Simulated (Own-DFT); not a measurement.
# Strain and stress in beta-Si3N4, 112 atoms (N64Si48)

The numbers are computed, not measured, by runs of the plane-wave DFT program Own-DFT (in-house, retired, unreviewed) at fixed positions, with no spin and no spin-orbit coupling.

Common settings: PBE; PseudoDojo norm-conserving scalar-relativistic files; cutoff 42 hartree; 2 x 2 x 4 k mesh centred on Gamma; Fermi-Dirac smearing of 0.1 eV.

Keep in mind: forces on such cells moved up to 12 meV/angstrom on a denser k mesh; stress not checked against mesh or cutoff.

Unstrained cell vectors in Å: (15.212, 0.000, 0.000); (-7.606, 13.174, 0.000); (0.000, 0.000, 5.818). The unstrained cell has measured lattice constants (interpolated for alloys), not those of this functional. That, the random moves and any unrelaxed bonds set the pressure at no strain. In each run the cell takes a homogeneous strain; fractional positions stay. Each atom got a random Gaussian move of width 0.05 Å along each axis. Strain is the symmetric tensor, in per cent. Stress is positive in tension, and the pressure is minus a third of its trace.

```
run,e_xx (%),e_yy (%),e_zz (%),e_yz (%),e_xz (%),e_xy (%),s_xx (GPa),s_yy (GPa),s_zz (GPa),s_yz (GPa),s_xz (GPa),s_xy (GPa),P (GPa),E (meV/atom)
1,1.25,-1.39,-0.79,1.83,-1.12,-1.62,-3.70,-14.60,-15.67,6.80,-3.30,-6.50,11.32,38.6
2,-0.97,0.87,0.54,-0.45,-0.80,-0.15,-10.28,-3.30,-7.59,-0.73,-4.13,-1.93,7.06,21.6
3,-0.35,-1.08,0.16,1.33,1.52,0.06,-12.72,-10.82,-10.53,3.97,4.96,0.02,11.36,23.6
4,0.13,-0.83,0.88,-1.28,-1.15,-1.00,-8.06,-9.64,-5.65,-2.91,-4.52,-3.31,7.78,31.9
5,-1.72,-1.21,-1.88,-0.29,-0.41,0.52,-21.53,-21.17,-25.55,1.44,0.21,2.25,22.75,66.8
6,1.32,-0.51,0.21,-0.17,0.74,-0.05,0.53,-7.92,-8.79,0.21,0.97,1.14,5.39,0.0
7,-0.83,-0.10,-1.85,1.06,1.14,1.19,-17.80,-9.23,-25.15,5.23,5.14,7.05,17.39,71.5
8,0.61,0.01,-1.14,1.27,-0.94,-1.93,-6.60,-7.87,-18.39,4.36,-3.38,-7.07,10.95,46.3
9,1.48,0.07,1.26,-0.93,-0.61,1.59,-0.52,-5.17,-0.35,-2.96,-0.03,7.76,2.01,33.0
10,1.44,0.50,0.78,-1.89,0.11,-0.01,3.24,-3.36,-5.90,-8.04,-0.30,-1.34,2.01,21.6
11,-0.83,1.91,-0.63,1.33,0.65,0.07,-10.91,0.06,-10.63,3.63,0.86,0.32,7.16,18.1
12,-0.79,0.48,-0.48,0.52,1.34,-0.37,-11.93,-7.58,-12.19,1.50,3.94,0.02,10.57,23.2
13,-0.42,0.76,0.43,1.48,-0.27,0.54,-9.39,-5.33,-5.27,3.81,-0.74,1.71,6.66,26.4
14,-0.81,1.13,0.24,0.65,0.85,-0.45,-9.75,-2.44,-8.36,1.37,2.99,-1.21,6.85,7.3
15,-0.34,-0.76,-1.46,-1.44,-1.72,1.63,-14.00,-13.77,-22.54,-2.96,-6.11,6.85,16.77,72.4
16,-0.04,0.14,-1.92,0.45,0.74,0.78,-9.94,-10.49,-20.46,0.35,4.95,2.12,13.63,36.4
17,-0.07,-1.62,1.98,1.15,-1.72,-1.82,-7.19,-15.34,0.33,3.65,-7.42,-6.77,7.40,25.1
18,-1.37,1.21,1.03,0.59,-0.13,-1.13,?,?,?,?,?,?,?,?
```

The last column gives the free energy per atom over the lowest of the runs shown.

## Working it out

Regress every stress component on the fractional strains (shears doubled) of the visible runs, with a constant. Shear strains stay in the fit of a normal stress only where such slopes are resolved. The slopes, in GPa:

| stress | at no strain | per e_xx | per e_yy | per e_zz | scatter |
|---|---|---|---|---|---|
| s_xx | -8.1 | 559 ± 39 | 156 ± 36 | 149 ± 32 | 1.38 |
| s_yy | -7.9 | 130 ± 44 | 514 ± 40 | 113 ± 35 | 1.54 |
| s_zz | -10.3 | 64 ± 41 | 150 ± 38 | 652 ± 33 | 1.45 |

The slope of each shear stress on twice its own strain, from a fit on all six strains: yz 154 ± 13, xz 167 ± 16, xy 207 ± 18 GPa. These are stiffnesses along x, y and z of the frame in which the cell vectors are given, with the crystal's c axis along z: C11, C12, C13 and C33. Hexagonal symmetry asks that xx and yy behave alike, which is a second check on the noise. These are clamped-ion slopes: internal relaxation, where symmetry allows it, would soften some. The table should be nearly symmetric about its diagonal, and what it lacks of that shows the noise. A ninth of the table's sum, 276 ± 9 GPa, estimates the bulk modulus near the mean pressure of these runs, 9.8 GPa, so it lies above the value at zero pressure.

## Test on the hidden row

The question: what normal stresses and pressure should run 18 give?

The fit gives s_xx = -12.3, s_yy = -2.3, s_zz = -2.7 and P = 5.7 GPa. The run itself gave -11.22, -0.47, -4.56 and P = 5.42 GPa.
